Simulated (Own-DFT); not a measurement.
Simulation results for Al$_{32}$O$_{47}$ (corundum with one vacancy, atoms displaced)

All values are calculated (Own-DFT development build). A calculation, not a measurement: plane-wave PBE density functional theory by an unreviewed code, no spin, of a simulated periodic cell, stress positive in tension, free energy of the whole cell less one offset for each atom, defect cell not probed for a lower state with spin; oxygen file: force components 24 meV/angstrom off all-electron in one glass; forces on such cells passed a denser k mesh, this cell's mesh not checked; offsets are fitted by least squares, one for each functional and potential file, so energies compare only between cells with the same atoms and settings and are not formation energies; the far tail of each file's local potential was reset to the Coulomb form; each entry is a single point on an unrelaxed cell, so the pressure reflects the starting lattice, mostly measured values, from which strain is counted, and rises with the displacements; printed positions are rounded, which can move forces by about a meV/angstrom; the program is a retired in-house code; no spin-orbit coupling; before rounding, a Quantum ESPRESSO 7.3.1 run of the same cell and cutoff gave forces within 1 meV/angstrom rms on each cell, which checks the program and not the settings.

Common to all runs: functional PBE; potential files PseudoDojo norm-conserving, scalar-relativistic, standard set; wave cutoff 72 hartree; occupations Fermi-Dirac; smearing width 0.1 eV; k mesh 3 x 3 x 3 centred on Gamma.

(1) 
```cif
# cell vector a (Å): 5.4940 0.0000 8.6604
# cell vector b (Å): -2.7470 4.7579 8.6604
# cell vector c (Å): -2.7470 -4.7579 8.6604
data_Al32O47
_symmetry_space_group_name_H-M 'P 1'
_symmetry_Int_Tables_number 1
_cell_length_a 10.2561
_cell_length_b 10.2560
_cell_length_c 10.2560
_cell_angle_alpha 55.280
_cell_angle_beta 55.280
_cell_angle_gamma 55.280
_cell_volume 679.15
loop_
_atom_site_label
_atom_site_type_symbol
_atom_site_fract_x
_atom_site_fract_y
_atom_site_fract_z
_atom_site_occupancy
Al1 Al 0.17006 0.17572 0.17641 1
Al2 Al 0.31608 0.33415 0.31870 1
Al3 Al 0.42673 0.43197 0.41451 1
Al4 Al 0.07548 0.07750 0.07266 1
O1 O 0.28051 0.46199 0.13103 1
O2 O 0.46980 0.12476 0.28641 1
O3 O 0.11529 0.27881 0.48300 1
O4 O 0.22960 0.01701 0.37725 1
O5 O 0.01743 0.38247 0.23076 1
O6 O 0.36865 0.22329 0.02585 1
Al5 Al 0.17266 0.17543 0.67939 1
Al6 Al 0.32732 0.32409 0.82469 1
Al7 Al 0.42022 0.42152 0.92319 1
Al8 Al 0.07799 0.07515 0.57331 1
O7 O 0.28948 0.46174 0.62719 1
O8 O 0.47292 0.12457 0.77230 1
O9 O 0.12346 0.28199 0.97061 1
O10 O 0.22823 0.03337 0.87496 1
O11 O 0.02263 0.37303 0.71951 1
O12 O 0.36764 0.23247 0.52897 1
Al9 Al 0.16994 0.67973 0.17675 1
Al10 Al 0.32414 0.82721 0.32071 1
Al11 Al 0.41873 0.92592 0.43524 1
Al12 Al 0.08444 0.56775 0.07871 1
O13 O 0.27638 0.96763 0.13493 1
O14 O 0.47311 0.62472 0.27894 1
O15 O 0.13027 0.77653 0.47337 1
O16 O 0.21160 0.53716 0.37413 1
O17 O 0.03199 0.87046 0.21420 1
O18 O 0.37427 0.71732 0.03239 1
Al13 Al 0.18654 0.67103 0.66677 1
Al14 Al 0.32474 0.80972 0.82710 1
Al15 Al 0.43905 0.92329 0.92150 1
Al16 Al 0.06474 0.58220 0.57233 1
O19 O 0.28717 0.96805 0.62990 1
O20 O 0.46878 0.62592 0.77956 1
O21 O 0.21908 0.53409 0.87104 1
O22 O 0.02832 0.86644 0.72872 1
O23 O 0.37543 0.71508 0.53750 1
Al17 Al 0.67332 0.18032 0.18415 1
Al18 Al 0.82616 0.32285 0.31961 1
Al19 Al 0.92824 0.42308 0.42449 1
Al20 Al 0.56659 0.08470 0.07928 1
O24 O 0.77929 0.46747 0.12756 1
O25 O 0.97614 0.12918 0.27883 1
O26 O 0.62254 0.27746 0.46959 1
O27 O 0.72704 0.03527 0.36482 1
O28 O 0.52810 0.37603 0.22873 1
O29 O 0.88022 0.23309 0.01716 1
Al21 Al 0.68183 0.16682 0.68188 1
Al22 Al 0.82918 0.32236 0.82636 1
Al23 Al 0.92600 0.42506 0.93741 1
Al24 Al 0.57788 0.06481 0.58502 1
O30 O 0.77954 0.48009 0.62486 1
O31 O 0.97180 0.12758 0.77664 1
O32 O 0.62761 0.26652 0.97389 1
O33 O 0.71999 0.02397 0.87867 1
O34 O 0.53611 0.37522 0.71951 1
O35 O 0.88090 0.22276 0.52108 1
Al25 Al 0.68496 0.67570 0.16776 1
Al26 Al 0.81740 0.83083 0.32520 1
Al27 Al 0.91927 0.92752 0.42783 1
Al28 Al 0.58312 0.56484 0.07826 1
O36 O 0.78064 0.96009 0.12968 1
O37 O 0.96661 0.63023 0.28500 1
O38 O 0.63569 0.76826 0.47887 1
O39 O 0.71974 0.52511 0.38452 1
O40 O 0.53286 0.87440 0.22386 1
O41 O 0.86259 0.73016 0.02949 1
Al29 Al 0.66893 0.67885 0.68227 1
Al30 Al 0.82168 0.83428 0.81753 1
Al31 Al 0.93479 0.92010 0.91938 1
Al32 Al 0.57303 0.58477 0.57225 1
O42 O 0.78034 0.97812 0.61569 1
O43 O 0.97907 0.62340 0.78196 1
O44 O 0.62061 0.77983 0.97332 1
O45 O 0.72841 0.53214 0.86956 1
O46 O 0.53532 0.86335 0.72404 1
O47 O 0.87535 0.72073 0.52585 1
_calc_free_energy_of_cell_above_offsets '-53.269'  # eV
_calc_pressure 8.66  # GPa
_calc_stress_xx -8.24  # GPa
_calc_stress_yy -8.85  # GPa
_calc_stress_zz -8.88  # GPa
_calc_stress_yz 0.83  # GPa
_calc_stress_xz 0.41  # GPa
_calc_stress_xy 0.72  # GPa
```

Force:
```
element  x (eV/Å)  y (eV/Å)  z (eV/Å)
     Al     0.402    -0.277     1.076
     Al    -0.247    -3.326      1.56
     Al    -1.183    -2.485     1.013
     Al     0.962    -0.419    -0.977
      O     0.106     1.918    -1.243
      O    -0.134     0.485     -0.22
      O     1.881     0.764    -0.284
      O    -1.533     0.782     0.823
      O     2.401     0.612    -0.907
      O     0.122    -0.405     0.697
     Al     0.616     0.272     1.311
     Al     0.376     0.695    -1.416
     Al     0.972     0.826     1.636
     Al    -0.524    -0.276    -0.676
      O    -0.944     1.235    -0.339
      O     0.123    -0.831     1.152
      O     0.436    -0.776     0.803
      O     0.065    -0.333    -0.695
      O     0.322     0.857      1.85
      O     0.876    -0.597    -0.711
     Al     0.644     0.182     0.191
     Al      1.13    -1.096     0.569
     Al     1.986     0.356    -0.018
     Al    -1.887     1.371    -0.835
      O     0.343     1.953    -0.904
      O     0.272      0.58     0.168
      O    -0.861     0.349    -0.968
      O     1.019    -0.356      0.16
      O    -1.873     1.258     1.929
      O     0.467     0.073     0.016
     Al    -1.306    -0.957    -0.373
     Al    -2.258    -0.193     1.603
     Al     -2.61     -0.56     -1.72
     Al     1.037    -1.843     0.078
      O    -0.821     0.553    -0.897
      O     0.805    -1.185     -0.65
      O     0.323    -1.415     0.826
      O     0.346     1.768      0.59
      O     0.313     1.527     0.524
     Al     0.765     1.109    -1.486
     Al    -2.269    -1.189     1.197
     Al    -2.386    -0.093     0.897
     Al     1.643    -1.864     -0.79
      O    -0.519     0.315     0.453
      O     0.218    -0.653    -1.656
      O     0.923    -0.064     0.663
      O    -0.262    -1.971     0.936
      O      0.72     0.787    -1.296
      O     -1.02    -2.421    -0.296
     Al    -0.773     2.654     0.546
     Al    -0.543     1.346     -0.76
     Al     1.217     2.466    -1.279
     Al    -1.281     2.686    -1.353
      O      0.17    -1.133    -0.777
      O     0.443    -1.233    -0.755
      O     -0.82     0.991     1.265
      O    -0.159     0.788    -0.079
      O    -0.525    -0.891    -0.434
      O    -0.306     -1.52    -0.327
     Al    -2.423    -1.395     0.792
     Al     1.242    -0.462    -0.507
     Al     2.012     0.435     0.087
     Al    -1.216     1.707    -0.801
      O    -0.462     1.597     0.428
      O     1.587     0.014    -1.031
      O    -2.317     1.645    -0.916
      O      0.44     1.298    -0.998
      O    -0.584    -0.083    -0.351
      O     2.646    -0.204     0.927
     Al     2.796    -0.869    -0.838
     Al     0.978        -2    -0.005
     Al    -0.891    -1.263     0.954
     Al     1.654    -1.405    -0.459
      O    -0.193    -1.369     0.504
      O    -0.563     0.253    -1.158
      O     1.602    -0.308     0.686
      O    -1.069    -1.162     0.455
      O    -1.632     1.438     1.627
      O    -1.004     0.937     1.188
```

(2) 
```cif
# cell vector a (Å): 5.4940 0.0000 8.6604
# cell vector b (Å): -2.7470 4.7579 8.6604
# cell vector c (Å): -2.7470 -4.7579 8.6604
data_Al32O47
_symmetry_space_group_name_H-M 'P 1'
_symmetry_Int_Tables_number 1
_cell_length_a 10.2561
_cell_length_b 10.2560
_cell_length_c 10.2560
_cell_angle_alpha 55.280
_cell_angle_beta 55.280
_cell_angle_gamma 55.280
_cell_volume 679.15
loop_
_atom_site_label
_atom_site_type_symbol
_atom_site_fract_x
_atom_site_fract_y
_atom_site_fract_z
_atom_site_occupancy
Al1 Al 0.17626 0.17210 0.18118 1
Al2 Al 0.31750 0.31431 0.34209 1
Al3 Al 0.41975 0.41868 0.42795 1
Al4 Al 0.07410 0.07556 0.07039 1
O1 O 0.26967 0.47567 0.14136 1
O2 O 0.47784 0.13358 0.27234 1
O3 O 0.12847 0.28216 0.47361 1
O4 O 0.23381 0.02490 0.37249 1
O5 O 0.02581 0.37396 0.22944 1
O6 O 0.37210 0.21911 0.02006 1
Al5 Al 0.18467 0.16320 0.67673 1
Al6 Al 0.32632 0.32394 0.82841 1
Al7 Al 0.43220 0.41886 0.92082 1
Al8 Al 0.07058 0.07579 0.58478 1
O7 O 0.28284 0.47727 0.61246 1
O8 O 0.47892 0.12695 0.77082 1
O9 O 0.13390 0.26730 0.97625 1
O10 O 0.22245 0.03491 0.87056 1
O11 O 0.02658 0.37645 0.72494 1
O12 O 0.36156 0.21579 0.53929 1
Al9 Al 0.17108 0.66802 0.19138 1
Al10 Al 0.32674 0.82192 0.32414 1
Al11 Al 0.41254 0.91793 0.44150 1
Al12 Al 0.08576 0.56896 0.05596 1
O13 O 0.28528 0.97619 0.12375 1
O14 O 0.46995 0.62004 0.28379 1
O15 O 0.11921 0.77460 0.48308 1
O16 O 0.21495 0.54201 0.37034 1
O17 O 0.02177 0.88050 0.22532 1
O18 O 0.37315 0.72508 0.02857 1
Al13 Al 0.17173 0.67798 0.67615 1
Al14 Al 0.31757 0.82859 0.82064 1
Al15 Al 0.42382 0.93325 0.93149 1
Al16 Al 0.06962 0.56652 0.57318 1
O19 O 0.28061 0.96745 0.62573 1
O20 O 0.47461 0.61487 0.78662 1
O21 O 0.12698 0.78135 0.97513 1
O22 O 0.02964 0.87696 0.72426 1
O23 O 0.37708 0.73100 0.51927 1
Al17 Al 0.68214 0.17236 0.17175 1
Al18 Al 0.81928 0.31961 0.32764 1
Al19 Al 0.93661 0.41871 0.42783 1
Al20 Al 0.56473 0.08315 0.07678 1
O24 O 0.78614 0.47337 0.11412 1
O25 O 0.96470 0.12845 0.29031 1
O26 O 0.62786 0.28152 0.47591 1
O27 O 0.72280 0.02251 0.38975 1
O28 O 0.53222 0.37202 0.22084 1
O29 O 0.87452 0.21685 0.03517 1
Al21 Al 0.68781 0.17100 0.67608 1
Al22 Al 0.82811 0.31759 0.82193 1
Al23 Al 0.91843 0.42849 0.92635 1
Al24 Al 0.57141 0.07177 0.58484 1
O30 O 0.76488 0.47939 0.63635 1
O31 O 0.97669 0.12772 0.77939 1
O32 O 0.62394 0.27625 0.97666 1
O33 O 0.72543 0.02600 0.87692 1
O34 O 0.51930 0.37390 0.73347 1
O35 O 0.88281 0.21460 0.52882 1
Al25 Al 0.68143 0.67347 0.16806 1
Al26 Al 0.82456 0.82397 0.31776 1
Al27 Al 0.93268 0.92338 0.42804 1
Al28 Al 0.57460 0.57509 0.06833 1
O36 O 0.77180 0.96752 0.12545 1
O37 O 0.97374 0.61980 0.28829 1
O38 O 0.63190 0.77273 0.47243 1
O39 O 0.72389 0.52170 0.38355 1
O40 O 0.53703 0.88554 0.21342 1
O41 O 0.86686 0.72727 0.02694 1
Al29 Al 0.68209 0.66147 0.67616 1
Al30 Al 0.81413 0.82675 0.82870 1
Al31 Al 0.92093 0.92591 0.92410 1
Al32 Al 0.57668 0.57745 0.56839 1
O42 O 0.77132 0.97543 0.62487 1
O43 O 0.96981 0.62354 0.77644 1
O44 O 0.62042 0.77912 0.97027 1
O45 O 0.73010 0.52981 0.86202 1
O46 O 0.54015 0.87089 0.72259 1
O47 O 0.87342 0.72256 0.53073 1
_calc_free_energy_of_cell_above_offsets '-52.212'  # eV
_calc_pressure 9.43  # GPa
_calc_stress_xx -9.08  # GPa
_calc_stress_yy -10.21  # GPa
_calc_stress_zz -9  # GPa
_calc_stress_yz 0.21  # GPa
_calc_stress_xz -0.48  # GPa
_calc_stress_xy -0.11  # GPa
```

Force:
```
element  x (eV/Å)  y (eV/Å)  z (eV/Å)
     Al    -0.754     0.331    -0.198
     Al     2.556     3.123    -0.112
     Al     0.978      1.11     1.706
     Al    -0.036    -0.604     0.378
      O     1.992     0.219    -1.971
      O    -1.016    -1.617    -1.093
      O    -1.301    -2.024    -1.409
      O    -1.936     0.172    -0.009
      O     0.915     0.498     -0.37
      O    -0.088    -0.604     2.326
     Al    -2.882     0.096     0.876
     Al     0.101     1.156    -2.148
     Al    -1.744    -0.319     2.008
     Al     1.042     0.558     -1.42
      O    -0.844    -1.833     0.738
      O    -1.319    -0.656     0.442
      O    -1.431     1.093    -0.587
      O     0.309    -0.946     0.084
      O     0.963    -1.105    -1.154
      O     2.334     1.754     2.101
     Al     0.497     3.564    -1.271
     Al     0.325    -0.117    -0.441
     Al     3.492     2.774     1.338
     Al    -0.372    -0.422     0.872
      O    -0.869    -1.031    -0.612
      O     0.645     0.855     0.392
      O     1.035     1.471      0.78
      O     1.121    -3.681     1.374
      O      0.92     0.236      0.08
      O    -0.313    -0.086     0.097
     Al     0.259    -0.651    -0.608
     Al     1.574    -2.658     2.119
     Al     1.048     0.154    -1.912
     Al    -0.914     0.703     1.662
      O    -1.247     0.166     0.273
      O    -1.189     1.421    -0.304
      O    -1.016     0.234    -1.624
      O     0.011    -0.007    -0.196
      O    -0.128    -2.262    -0.642
     Al    -1.391    -1.542     0.631
     Al    -0.116     1.318     1.136
     Al    -1.595     1.538    -0.759
     Al     0.812     -0.73     0.241
      O    -1.517    -1.081      0.75
      O     2.146     0.003    -0.675
      O    -1.162    -0.129    -1.366
      O     0.082      2.06    -1.508
      O    -0.646     -0.24     0.651
      O     0.281     1.049     -0.14
     Al    -1.136     0.396     -1.13
     Al    -1.357     0.537     1.284
     Al     1.872     0.428      0.12
     Al      1.33     0.333    -0.727
      O     3.747    -1.083    -2.465
      O     0.545    -0.656     -1.36
      O     0.756     0.736    -0.387
      O    -0.594     0.958    -0.241
      O     1.482     1.249    -0.067
      O    -0.433    -0.109     1.131
     Al    -1.727    -1.006     0.672
     Al    -0.698    -0.841     1.118
     Al    -1.536    -0.196    -1.348
     Al    -0.655    -0.021    -0.539
      O     0.647     0.471     1.418
      O    -0.534     0.618    -0.499
      O    -1.573     0.206    -0.951
      O     0.571     0.986    -0.931
      O    -0.214    -2.131    -2.029
      O     1.751    -0.293     0.601
     Al    -1.924      2.74     2.179
     Al     1.186     0.391    -0.971
     Al     0.142    -1.235      1.21
     Al    -0.356    -0.644     0.003
      O     0.967    -1.127     1.959
      O    -0.419    -0.081     1.103
      O     0.314    -0.604     0.919
      O    -1.171    -2.565     1.128
      O    -1.303    -0.501    -1.447
      O     0.707    -0.269    -0.281
```

(3) 
```cif
# cell vector a (Å): 5.4940 0.0000 8.6604
# cell vector b (Å): -2.7470 4.7579 8.6604
# cell vector c (Å): -2.7470 -4.7579 8.6604
data_Al32O47
_symmetry_space_group_name_H-M 'P 1'
_symmetry_Int_Tables_number 1
_cell_length_a 10.2561
_cell_length_b 10.2560
_cell_length_c 10.2560
_cell_angle_alpha 55.280
_cell_angle_beta 55.280
_cell_angle_gamma 55.280
_cell_volume 679.15
loop_
_atom_site_label
_atom_site_type_symbol
_atom_site_fract_x
_atom_site_fract_y
_atom_site_fract_z
_atom_site_occupancy
Al1 Al 0.17766 0.16565 0.17063 1
Al2 Al 0.31745 0.32699 0.32381 1
Al3 Al 0.42816 0.43081 0.42654 1
Al4 Al 0.07761 0.06753 0.08485 1
O1 O 0.28359 0.47155 0.11921 1
O2 O 0.48019 0.12031 0.26890 1
O3 O 0.12496 0.28081 0.46573 1
O4 O 0.22014 0.03195 0.36861 1
O5 O 0.03523 0.38745 0.20515 1
O6 O 0.36945 0.22204 0.02695 1
Al5 Al 0.18430 0.17528 0.67420 1
Al6 Al 0.32866 0.31985 0.82320 1
Al7 Al 0.42763 0.42631 0.93048 1
Al8 Al 0.06918 0.07029 0.59033 1
O7 O 0.28198 0.48057 0.61404 1
O8 O 0.46663 0.11961 0.78224 1
O9 O 0.12827 0.27418 0.97300 1
O10 O 0.22442 0.03777 0.87383 1
O11 O 0.03545 0.37860 0.72084 1
O12 O 0.36343 0.22684 0.53828 1
Al9 Al 0.18610 0.66846 0.17423 1
Al10 Al 0.32965 0.81042 0.33021 1
Al11 Al 0.43021 0.92811 0.41568 1
Al12 Al 0.06998 0.57652 0.07735 1
O13 O 0.28142 0.97680 0.11886 1
O14 O 0.47948 0.62952 0.26920 1
O15 O 0.13182 0.78172 0.46026 1
O16 O 0.22611 0.52945 0.36951 1
O17 O 0.01317 0.87983 0.22143 1
O18 O 0.38278 0.72753 0.02306 1
Al13 Al 0.17333 0.68643 0.66972 1
Al14 Al 0.32157 0.82519 0.82611 1
Al15 Al 0.42898 0.92515 0.92058 1
Al16 Al 0.06813 0.57598 0.57835 1
O19 O 0.28073 0.97427 0.61468 1
O20 O 0.47931 0.62587 0.77688 1
O21 O 0.10873 0.79495 0.96395 1
O22 O 0.21398 0.53480 0.87438 1
O23 O 0.02737 0.87836 0.71934 1
O24 O 0.37916 0.70845 0.53787 1
Al17 Al 0.67984 0.17645 0.16434 1
Al18 Al 0.82120 0.32113 0.31678 1
Al19 Al 0.92286 0.43305 0.41752 1
Al20 Al 0.58397 0.06478 0.06461 1
O25 O 0.77128 0.46568 0.13745 1
O26 O 0.96492 0.11909 0.28319 1
O27 O 0.62264 0.28436 0.46969 1
O28 O 0.72580 0.03917 0.36915 1
O29 O 0.53711 0.37028 0.22952 1
O30 O 0.87912 0.23292 0.01807 1
Al21 Al 0.67247 0.17759 0.67998 1
Al22 Al 0.82733 0.32817 0.80689 1
Al23 Al 0.92638 0.43313 0.91527 1
Al24 Al 0.57755 0.08254 0.56605 1
O31 O 0.78996 0.47094 0.62568 1
O32 O 0.96577 0.13000 0.77653 1
O33 O 0.62378 0.28067 0.97347 1
O34 O 0.72572 0.02725 0.88218 1
O35 O 0.53709 0.35815 0.73689 1
O36 O 0.87898 0.22067 0.52379 1
Al25 Al 0.67374 0.67761 0.18239 1
Al26 Al 0.82020 0.82155 0.32414 1
Al27 Al 0.92933 0.91615 0.42759 1
Al28 Al 0.58497 0.56021 0.06644 1
O37 O 0.79031 0.97105 0.11510 1
O38 O 0.97375 0.63052 0.27381 1
O39 O 0.62549 0.77663 0.48417 1
O40 O 0.52134 0.89041 0.21776 1
O41 O 0.86618 0.72731 0.02868 1
Al29 Al 0.67236 0.68119 0.67226 1
Al30 Al 0.83676 0.81469 0.82419 1
Al31 Al 0.92367 0.93165 0.92269 1
Al32 Al 0.58513 0.56040 0.57501 1
O42 O 0.76781 0.98004 0.63453 1
O43 O 0.97484 0.62718 0.77886 1
O44 O 0.61452 0.78473 0.97788 1
O45 O 0.72114 0.51449 0.88618 1
O46 O 0.51634 0.88199 0.72524 1
O47 O 0.86668 0.71223 0.52895 1
_calc_free_energy_of_cell_above_offsets '-51.748'  # eV
_calc_pressure 9.31  # GPa
_calc_stress_xx -9.64  # GPa
_calc_stress_yy -9.62  # GPa
_calc_stress_zz -8.67  # GPa
_calc_stress_yz -0.9  # GPa
_calc_stress_xz 0.5  # GPa
_calc_stress_xy -1.41  # GPa
```

Force:
```
element  x (eV/Å)  y (eV/Å)  z (eV/Å)
     Al    -0.631      0.58     2.484
     Al     1.381    -0.881     0.508
     Al     0.264     0.746     -1.24
     Al    -0.429     1.903    -1.945
      O    -1.246     0.148     1.106
      O     -0.99     0.408     1.346
      O    -0.589    -0.269      0.28
      O    -0.191    -1.592     0.398
      O    -1.168    -2.762     -1.31
      O      1.01     0.083     1.052
     Al    -1.411    -0.577    -0.353
     Al    -1.197    -0.116     0.063
     Al     0.382     0.203    -1.433
     Al     1.582     3.212    -0.906
      O    -0.868     -1.16     0.686
      O      0.44     2.027     1.563
      O    -0.897     0.876    -0.243
      O    -0.272    -0.793    -1.688
      O    -0.094     0.177    -1.008
      O     2.447     1.436     0.633
     Al    -1.274     1.256     0.425
     Al    -0.153     2.532     0.824
     Al    -0.901    -0.449     0.361
     Al     0.414     2.048    -0.384
      O     0.049    -1.775    -0.699
      O    -0.832    -1.385     -0.13
      O      -1.6    -1.499    -0.828
      O    -0.578     -0.17     0.286
      O     1.882    -0.794     1.056
      O    -1.054    -1.397    -2.011
     Al      1.17    -1.692     0.503
     Al     -0.08     0.842    -0.245
     Al    -0.545    -0.303     0.482
     Al     1.719      0.58    -0.539
      O    -0.733    -1.001     0.764
      O    -0.547    -0.959    -0.886
      O     3.235    -1.747     1.823
      O     0.868      0.31     0.329
      O    -0.142    -0.525    -0.596
      O     0.327     1.672     0.091
     Al     0.113    -0.238     1.232
     Al     0.781    -1.532     1.523
     Al     0.859    -0.809    -0.382
     Al     -3.32     0.685     1.766
      O     0.913     2.624    -0.372
      O     0.673     0.567     0.919
      O    -0.258      -0.8     0.724
      O    -0.252    -1.019     -0.98
      O    -0.609     0.036    -1.617
      O      0.26    -1.523     -0.69
     Al     1.553    -0.713    -0.348
     Al    -0.786    -3.347     2.423
     Al     0.524     -2.93       0.2
     Al    -0.874     -0.92    -0.689
      O    -0.375     2.176    -2.168
      O     1.059     0.036     0.287
      O     0.674     0.429    -0.151
      O     1.662     2.007    -2.061
      O    -0.901     2.036     0.274
      O    -0.883     0.351    -0.118
     Al     0.013     0.073    -0.702
     Al      0.08     1.125     0.521
     Al     -1.46     1.185    -0.099
     Al    -2.663    -0.259     2.287
      O    -1.893    -0.832      0.32
      O     0.435    -0.626    -0.772
      O    -0.075     1.893    -2.026
      O     1.356    -2.766    -1.285
      O     0.888    -0.527     0.382
     Al    -1.468    -1.369     0.557
     Al    -3.497     0.603     -0.14
     Al    -0.718    -0.045    -0.336
     Al    -0.352     0.699    -0.131
      O      2.14    -0.375    -1.021
      O      0.47     0.472    -1.166
      O     2.594    -0.043     0.573
      O     1.189     3.202    -0.592
      O     1.947     0.553    -0.138
      O     1.449     0.731     3.377
```
